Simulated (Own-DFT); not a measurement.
## Calculated data, In₃GaP₄ (zincblende random alloy, atoms displaced)

A calculation, not a measurement: plane-wave PBE density functional theory by an unreviewed code, no spin, of a simulated periodic cell, stress positive in tension, free energy of the whole cell less one offset for each atom, forces on such cells passed a denser k mesh, this cell's mesh not checked; offsets are fitted by least squares, one for each functional and potential file, so energies compare only between cells with the same atoms and settings and are not formation energies; the far tail of each file's local potential was reset to the Coulomb form; each entry is a single point on an unrelaxed cell, so the pressure reflects the starting lattice, mostly measured values, from which strain is counted, and rises with the displacements; printed positions are rounded, which can move forces by about a meV/angstrom; the program is a retired in-house code; no spin-orbit coupling; before rounding, a Quantum ESPRESSO 7.3.1 run of the same cell and cutoff gave forces within 1 meV/angstrom rms on each cell, which checks the program and not the settings. Program: Own-DFT development build.

Settings shared by all entries: functional PBE; potential files PseudoDojo norm-conserving, scalar-relativistic, standard set; wave cutoff 42 hartree; occupations Fermi-Dirac; smearing width 0.1 eV; k mesh 3 x 3 x 3 centred on Gamma.

(1) 
```xyz
64
Lattice="11.5283 0.0000 0.0000 0.0000 11.5283 0.0000 0.0000 0.0000 11.5283" Properties=species:S:1:pos:R:3:force_x:R:1:force_y:R:1:force_z:R:1 formula=In3GaP4 free_energy_of_cell_above_offsets=-31.723 pressure=3.94 stress_xx=-3.97 stress_yy=-3.89 stress_zz=-3.97 stress_yz=0.14 stress_xz=-0.03 stress_xy=0.09
In     0.0095    11.5249     0.0086     -0.331      0.358      0.313
In     0.0120     2.8963     2.9053     -0.213     -0.174     -0.007
In     2.9300    11.4771     2.8829     -0.591      0.277     -0.064
In     2.8885     2.9057     0.0463     -0.134     -0.068     -0.469
P      1.4464     1.4610     1.4518      0.019     -0.369      0.235
P      1.4876     4.3435     4.3068      0.471      0.621     -0.702
P      4.3544     1.3910     4.3111     -0.551       0.48      0.245
P      4.3558     4.2813     1.4605     -0.854      1.252      0.886
In    11.5063    11.4881     5.7704      0.691      0.657     -0.222
In     0.0529     2.8783     8.6284     -0.736     -0.137      0.468
In     2.9262     0.0048     8.6416     -0.528      -0.07      0.298
In     2.8826     2.8954     5.7506      0.336     -0.222     -0.011
P      1.4608     1.4733     7.2129       0.03     -0.639      -0.43
P      1.4448     4.3410    10.0700       0.62      0.681     -0.109
P      4.3244     1.4268    10.1323      0.055      0.741     -0.657
P      4.3006     4.3592     7.2145     -0.571       0.63      0.434
In    11.5191     5.8091     0.0182      0.475     -0.251     -0.281
In    11.4860     8.6637     2.9189      0.254     -0.114     -0.187
Ga     2.8916     5.8036     2.9186      0.022     -0.134     -0.353
In     2.9036     8.6396    11.5122     -0.426      0.131      0.103
P      1.4275     7.2107     1.4598      0.968     -0.407      0.801
P      1.4531    10.0673     4.3353      0.754     -0.609      0.681
P      4.3199     7.2215     4.3418     -1.159     -0.198      0.035
P      4.3386    10.1060     1.4168      -0.14     -0.508      0.168
In     0.0152     5.6990     5.7832      0.072      0.814     -0.404
Ga    11.5274     8.6228     8.6612      0.142      0.294     -0.236
Ga     2.8244     5.7416     8.6543      0.458      0.376     -0.018
Ga     2.9080     8.6103     5.7632     -0.092      0.336      0.051
P      1.5082     7.1974     7.1732      0.053      0.603      0.864
P      1.3854    10.1047    10.1189      0.123     -0.979     -1.223
P      4.3477     7.2626    10.0632     -0.207     -0.877     -1.164
P      4.3144    10.1022     7.1830      0.091     -1.865      0.134
In     5.7261     0.0122     0.0148      0.505     -0.362     -0.524
In     5.7484     2.8528     2.9159      0.935      0.237      0.028
Ga     8.6658    11.4828     2.8926     -0.072      0.153     -0.291
Ga     8.6350     2.8970     0.0555      0.151     -0.463     -0.215
P      7.1867     1.3875     1.4097      1.679      0.513      0.744
P      7.2751     4.3620     4.3811      0.095      0.277     -1.606
P     10.0512     1.4259     4.3382     -0.149     -0.667     -0.988
P     10.1226     4.3363     1.4058     -1.643     -0.231      0.429
In     5.7322    11.5244     5.7578      0.841      -0.16      0.135
In     5.8016     2.9498     8.5944      -0.43     -0.678      0.396
In     8.6171     0.0456     8.6264      0.217     -0.883      0.366
In     8.6533     2.8781     5.7532      0.255      0.102      0.634
P      7.2366     1.4234     7.2265     -0.746      0.506     -0.741
P      7.2200     4.2574    10.1323      0.757      0.007      0.646
P     10.0495     1.3801    10.0914     -0.078      1.582      0.762
P     10.1245     4.3655     7.2369     -0.522     -0.629      0.131
In     5.7521     5.7517     0.0163     -0.029     -0.014      -0.34
In     5.7345     8.6492     2.8879      0.279      0.354      0.151
Ga     8.6758     5.7714     2.8639     -0.197      0.175     -0.064
In     8.6646     8.6108    11.4915      -0.65      0.544      0.385
P      7.1436     7.2428     1.4170      1.209     -0.924      0.791
P      7.2738    10.0709     4.3452     -0.467      1.108     -1.174
P     10.0625     7.2187     4.3259     -0.355     -1.161     -0.376
P     10.0824    10.0604     1.4155     -0.668      0.834      0.845
In     5.8045     5.7700     5.7627     -0.543     -0.034      0.034
Ga     5.7448     8.6148     8.6695      0.396      0.264     -0.437
In     8.6617     5.7842     8.7093     -0.018     -0.419      0.084
In     8.6341     8.6814     5.7503      0.342      -0.66      0.765
P      7.2354     7.1279     7.2087     -0.625      1.583      0.792
P      7.1960    10.0782    10.0745     -0.726     -0.581     -0.633
P     10.0983     7.2294    10.1253      0.936      0.404     -1.255
P     10.0957    10.1373     7.1776      0.218     -1.402      1.347
```

Units: free_energy_of_cell_above_offsets in eV; pressure, stress_xx, stress_yy, stress_zz, stress_yz, stress_xz, stress_xy in GPa; force_x, force_y, force_z in eV/Å.

(2) 
```xyz
64
Lattice="11.5283 0.0000 0.0000 0.0000 11.5283 0.0000 0.0000 0.0000 11.5283" Properties=species:S:1:pos:R:3:force_x:R:1:force_y:R:1:force_z:R:1 formula=In3GaP4 free_energy_of_cell_above_offsets=-31.963 pressure=3.89 stress_xx=-3.89 stress_yy=-3.88 stress_zz=-3.91 stress_yz=0.1 stress_xz=0.4 stress_xy=-0.01
In    11.4910    11.5253    11.5137      0.248     -0.188     -0.159
In    11.5166     2.8624     2.8998     -0.078       0.13      0.097
In     2.8628    11.5137     2.8374     -0.214      0.367      0.466
In     2.8938     2.8636     0.0205     -0.325        0.2      0.038
P      1.3908     1.4459     1.4222      0.255      -0.09      0.134
P      1.4258     4.3340     4.3340     -0.192      1.648      -0.32
P      4.3287     1.4253     4.3159     -0.303     -0.059      0.084
P      4.3227     4.2953     1.4888      -1.18      0.932      0.449
Ga     0.0305     0.0116     5.7487      0.089     -0.019      0.227
Ga     0.0279     2.8712     8.7256     -0.312     -0.001     -0.596
In     2.8893     0.0540     8.6253     -0.264     -0.138     -0.085
In     2.8632     2.9211     5.7160      0.095     -0.537      0.365
P      1.3876     1.4788     7.2193     -0.866      0.119     -0.232
P      1.4069     4.2887    10.0814      -0.11     -0.606     -0.449
P      4.3125     1.4562    10.1058      0.366      0.039     -0.204
P      4.3157     4.3522     7.1362      0.166      -0.34      0.662
In    11.5115     5.6956    11.5282      0.193      0.979      -0.03
In    11.4694     8.6577     2.8668      0.603     -0.282      0.576
Ga     2.9064     5.7850     2.9111     -0.258      0.113     -0.013
In     2.8789     8.6924     0.0329      0.373     -0.388     -0.259
P      1.4457     7.2468     1.4508      0.498     -1.218      0.542
P      1.4607    10.0807     4.3528     -0.215     -0.071      0.925
P      4.3723     7.2202     4.3482     -1.851     -0.052     -0.072
P      4.3264    10.1377     1.4492      0.413     -0.501     -0.054
Ga    11.5254     5.7806     5.7765     -0.196     -0.031      0.092
Ga     0.0156     8.6133     8.6952     -0.078      0.551     -0.197
In     2.8637     5.7344     8.6466      0.212      0.192       0.01
Ga     2.9039     8.6519     5.7486     -0.131      0.041      0.321
P      1.4080     7.2153     7.2422     -0.363      0.631     -0.911
P      1.4876    10.1112    10.0997     -0.986     -0.619     -0.838
P      4.3670     7.1887    10.1039     -0.869     -0.222      0.358
P      4.3423    10.1371     7.2012     -0.824     -1.422     -0.179
In     5.7817     0.0044    11.5178      0.117     -0.093     -0.113
In     5.7335     2.8555     2.8558      0.248      0.013       0.63
In     8.6638    11.5103     2.9130     -0.096      0.251     -0.354
In     8.6273     2.8887     0.0321      0.116      0.119     -0.194
P      7.1837     1.4421     1.4696      0.465     -0.248     -0.185
P      7.1810     4.3202     4.3151      0.112     -0.375      -0.02
P     10.1014     1.3918     4.3550      0.568     -0.122      0.712
P     10.1024     4.3506     1.4665      -0.37     -0.494      0.181
In     5.7599    11.4973     5.7685      0.448      0.621     -0.012
In     5.7983     2.8825     8.6463     -0.696      0.663      0.258
Ga     8.6224     0.0240     8.6920      0.381     -0.137     -0.245
In     8.6410     2.8940     5.7983      0.077     -0.172     -0.104
P      7.2013     1.4664     7.2866      0.796      -1.34     -0.223
P      7.2292     4.3668    10.0701     -0.363     -0.239       0.49
P     10.1179     1.4711    10.0867     -0.551     -0.051     -1.088
P     10.0569     4.3178     7.2825      2.182     -0.425     -0.706
In     5.7372     5.7346     0.0784      0.147     -0.116     -0.677
In     5.7619     8.6514     2.9168      0.423      0.137     -0.632
In     8.6227     5.7605     2.8943          0     -0.185       -0.1
Ga     8.6578     8.6860    11.4709      0.019     -0.311      0.477
P      7.2219     7.1480     1.4069      0.565      1.638     -0.266
P      7.2318    10.1178     4.3266     -0.079     -0.554      0.254
P     10.0340     7.1971     4.2999      1.221     -0.696      0.828
P     10.0995    10.0895     1.4577      -1.14     -0.474     -1.127
In     5.7871     5.7788     5.7565       0.29        0.1      0.297
In     5.7569     8.5800     8.6651      0.035      0.374     -0.594
In     8.7001     5.7454     8.6489     -0.583      0.634      0.134
In     8.7217     8.6557     5.7806     -0.354      0.321      0.139
P      7.2542     7.2169     7.2115     -0.073     -0.115     -0.124
P      7.2102    10.0224    10.0847      1.204      0.649       0.03
P     10.0515     7.2346    10.0839      0.577      1.117      0.355
P     10.1465    10.1565     7.1690       0.42      0.348       1.23
```

Units: free_energy_of_cell_above_offsets in eV; pressure, stress_xx, stress_yy, stress_zz, stress_yz, stress_xz, stress_xy in GPa; force_x, force_y, force_z in eV/Å.
